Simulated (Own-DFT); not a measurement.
# Computed records: SiC (4H silicon carbide, atoms displaced)

Computed with Own-DFT development build. A calculation, not a measurement: plane-wave PBE density functional theory by an unreviewed code, no spin, of a simulated periodic cell, stress positive in tension, free energy of the whole cell less one offset for each atom, forces on such cells passed a denser k mesh, this cell's mesh not checked; offsets are fitted by least squares, one for each functional and potential file, so energies compare only between cells with the same atoms and settings and are not formation energies; the far tail of each file's local potential was reset to the Coulomb form; each entry is a single point on an unrelaxed cell, so the pressure reflects the starting lattice, mostly measured values (interpolated for alloys), from which strain is counted, and rises with the displacements; printed positions are rounded, which can move forces by about a meV/angstrom; the program, named Own-DFT, is a retired in-house code; no spin-orbit coupling.

SiC (4H silicon carbide, atoms displaced)

```
SiC
1.0
      6.1654     0.0000     0.0000
     -3.0827     5.3394     0.0000
      0.0000     0.0000    10.0681
Si C Si C Si C Si C Si C Si C Si C Si C
2 2 2 2 2 2 2 2 2 2 2 2 2 2 2 2
Direct
  0.98864 0.98637 0.40624
  0.15304 0.32513 0.15449
  0.99510 0.98689 0.09087
  0.13634 0.30355 0.33148
  0.99314 0.50706 0.41755
  0.14877 0.80635 0.15489
  0.99956 0.50832 0.10210
  0.14559 0.80621 0.34237
  0.49816 0.98494 0.41490
  0.66361 0.32547 0.16180
  0.50366 0.00253 0.08435
  0.66163 0.32528 0.33595
  0.50366 0.49818 0.40437
  0.64999 0.81417 0.15822
  0.50286 0.49292 0.09024
  0.66673 0.83607 0.33865
  0.00513 0.00809 0.90352
  0.84525 0.67590 0.65835
  0.03230 0.01000 0.58626
  0.82293 0.67249 0.84364
  0.00103 0.49991 0.90806
  0.81815 0.15180 0.65941
  0.00939 0.51212 0.59419
  0.84969 0.16343 0.84818
  0.47859 0.99994 0.90986
  0.34209 0.68245 0.65640
  0.47583 0.98011 0.58761
  0.33199 0.65457 0.84209
  0.49859 0.50539 0.90827
  0.31885 0.15296 0.65737
  0.50313 0.49908 0.59385
  0.34130 0.16305 0.84176
```

```
functional                        : PBE
potential files                   : PseudoDojo norm-conserving, scalar-relativistic, standard set
wave cutoff                       : 42 hartree
occupations                       : Fermi-Dirac
smearing width                    : 0.1 eV
hardware                          : one NVIDIA H100
k mesh                            : 5 x 5 x 3 centred on Gamma
free energy of cell above offsets : -0.918 eV
pressure                          : 6.85 GPa
stress xx                         : -3.11 GPa
stress yy                         : -6.18 GPa
stress zz                         : -11.26 GPa
stress yz                         : 0.28 GPa
stress xz                         : -2.14 GPa
stress xy                         : 1.17 GPa
wall time                         : 113.9 s
```

Force:
```
element  x (eV/Å)  y (eV/Å)  z (eV/Å)
     Si     1.296     0.842    -1.743
     Si     1.096     -0.68    -0.851
      C     -0.56     0.365     0.177
      C     0.982     2.334     3.604
     Si     0.975    -3.158    -3.123
     Si     0.282     5.499     1.257
      C     0.354    -4.573    -3.285
      C     0.927     2.779     0.266
     Si    -1.682     0.757    -4.563
     Si    -0.229     -0.17    -2.554
      C     -0.52    -1.256     3.287
      C    -0.214    -0.369     4.211
     Si    -1.445     -1.32    -0.574
     Si      0.72     1.909    -2.197
      C    -1.284    -0.599     1.063
      C    -0.479    -1.532     1.909
     Si     1.229    -1.972     1.582
     Si    -0.899    -0.743    -0.451
      C    -5.733    -2.393      0.43
      C     1.968    -0.225    -0.043
     Si    -0.772     0.068    -0.127
     Si     1.455     1.699     -0.49
      C     -0.42    -1.848     1.751
      C    -3.785     0.971    -1.257
     Si     4.001    -1.431    -1.106
     Si     0.642    -4.373     0.635
      C     1.653     3.294     2.415
      C    -1.571     1.884     0.394
     Si     0.964    -0.819    -0.568
     Si     3.147     3.524     0.464
      C     0.097     0.381    -0.087
      C    -2.192     1.155    -0.426
```
